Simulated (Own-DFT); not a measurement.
# How strain changes the stress of C40 NbSi2, 36 atoms (Nb12Si24)

Calculated results; nothing here was measured. The program, named Own-DFT, is a retired in-house plane-wave density functional code that no person has reviewed. Each row is one single-point run on a periodic cell that was not relaxed, without spin or spin-orbit coupling.

Settings of every run: PBE; PseudoDojo norm-conserving scalar-relativistic files; cutoff 42 hartree; 4 x 4 x 5 k mesh centred on Gamma; cold (Marzari-Vanderbilt) smearing of 0.2 eV.

Known limits: forces on such cells failed a check on a denser k mesh; stress not checked against mesh or cutoff.

Unstrained cell vectors in Å: (0.000, 8.324, 0.000); (-9.613, 0.000, 0.000); (0.000, 0.000, 6.586). The unstrained cell was taken from the Materials Project. The random moves and any unrelaxed bonds add to the pressure at no strain. Each run strains this cell uniformly, with the atoms carried along. Every atom was also moved at random, by a Gaussian of width 0.05 Å on each axis. Strain is the symmetric tensor, in per cent. Stress is positive in tension, and the pressure is minus a third of its trace.

| run | e_xx (%) | e_yy (%) | e_zz (%) | e_yz (%) | e_xz (%) | e_xy (%) | s_xx (GPa) | s_yy (GPa) | s_zz (GPa) | s_yz (GPa) | s_xz (GPa) | s_xy (GPa) | P (GPa) | E (meV/atom) |
|---|---|---|---|---|---|---|---|---|---|---|---|---|---|---|
| 1 | 1.01 | 0.14 | 1.25 | -1.39 | -0.08 | -1.45 | 1.44 | -0.01 | 2.80 | -4.23 | -0.43 | -4.36 | -1.41 | 0.0 |
| 2 | 1.05 | 1.71 | -0.78 | -1.20 | -1.91 | -2.00 | 1.06 | 4.12 | -5.43 | -4.54 | -5.28 | -5.37 | 0.08 | 13.7 |
| 3 | 0.83 | -0.53 | 1.59 | 1.90 | 1.96 | -1.26 | 1.72 | -2.58 | 2.55 | 5.79 | 4.90 | -3.08 | -0.57 | 12.3 |
| 4 | -0.02 | 0.80 | 1.50 | 1.40 | 1.30 | 0.15 | -0.84 | 1.52 | 3.04 | 3.64 | 3.54 | 0.34 | -1.24 | 7.1 |
| 5 | 0.58 | 1.26 | -0.67 | -1.04 | 1.88 | 1.41 | -0.90 | 1.56 | -6.87 | -3.34 | 5.79 | 3.94 | 2.07 | 36.8 |
| 6 | 1.55 | 1.55 | -1.53 | 1.72 | 1.54 | 1.86 | 2.34 | 2.68 | -8.32 | 5.10 | 4.75 | 4.86 | 1.10 | 16.1 |
| 7 | 1.47 | -0.29 | 0.10 | 1.73 | -1.12 | -1.47 | 2.62 | -2.43 | -2.42 | 5.00 | -3.21 | -3.87 | 0.74 | 5.4 |
| 8 | -1.85 | 1.15 | 1.75 | 1.53 | 0.92 | -1.98 | -7.51 | 1.85 | 2.39 | 4.48 | 2.87 | -6.48 | 1.09 | 25.4 |
| 9 | -0.27 | -1.32 | -1.00 | 1.18 | 1.25 | -1.54 | -5.82 | -9.13 | -9.88 | 4.06 | 4.12 | -5.46 | 8.27 | 26.2 |
| 10 | 0.22 | -1.39 | 1.06 | 0.78 | 0.86 | 2.00 | -2.42 | -6.52 | -0.49 | 2.53 | 2.30 | 5.49 | 3.14 | 15.5 |
| 11 | -0.31 | 1.06 | -0.41 | -1.54 | 1.14 | 1.61 | -3.53 | 0.82 | -5.27 | -4.99 | 4.11 | 4.80 | 2.66 | 11.3 |
| 12 | 0.24 | 1.80 | 1.19 | 1.86 | -0.24 | -1.09 | 0.25 | 3.63 | 1.82 | 5.31 | 0.26 | -2.51 | -1.90 | 26.0 |
| 13 | 1.73 | -0.93 | 1.83 | 1.28 | -0.02 | -1.07 | 3.78 | -3.60 | 5.15 | 3.51 | -0.13 | -2.60 | -1.78 | 7.8 |
| 14 | -1.65 | -0.73 | -0.16 | -0.70 | -1.21 | -0.73 | -9.18 | -6.60 | -6.74 | -2.04 | -4.36 | -2.40 | 7.51 | 10.1 |
| 15 | 1.74 | 0.91 | 0.64 | 1.62 | 0.66 | 1.03 | 4.39 | 1.88 | 0.60 | 5.30 | 2.04 | 2.83 | -2.29 | 12.6 |
| 16 | -1.92 | 0.05 | 1.11 | -1.37 | 0.86 | 0.69 | ? | ? | ? | ? | ? | ? | ? | ? |

E is the free energy for each atom above the lowest run shown.

## Worked fit

Each stress component was fitted by least squares to a constant and the strains of the runs shown, as fractions, with shears doubled. Shear strains stay in the fit of a normal stress only where such slopes are resolved. The slopes, in GPa:

```
stress  at no strain  per e_xx  per e_yy  per e_zz  scatter
  s_xx          -2.9   355 ± 9    66 ± 9    87 ± 9     0.37
  s_yy          -2.7   69 ± 13  358 ± 13   81 ± 13     0.53
  s_zz          -4.3   95 ± 12   59 ± 12  438 ± 12     0.49
```

Each shear stress against twice its own strain: yz 154 ± 4, xz 147 ± 8, xy 145 ± 5 GPa. These are stiffnesses along x, y and z of the frame in which the cell vectors are given, which need not be the crystal's axes. The atoms are held to the strained lattice; where symmetry lets them move under strain, relaxing them would lower some slopes. The table should be nearly symmetric about its diagonal, and what it lacks of that shows the noise. A ninth of its sum, 179 ± 7 GPa, estimates the bulk modulus near the mean pressure of these runs, 1.2 GPa.

## Withheld run

Question: what normal stresses and pressure should run 16 give?

The fit gives s_xx = -8.7, s_yy = -3.0, s_zz = -1.2 and P = 4.3 GPa. The calculation gave -8.57, -2.99, -0.06 and P = 3.87 GPa.
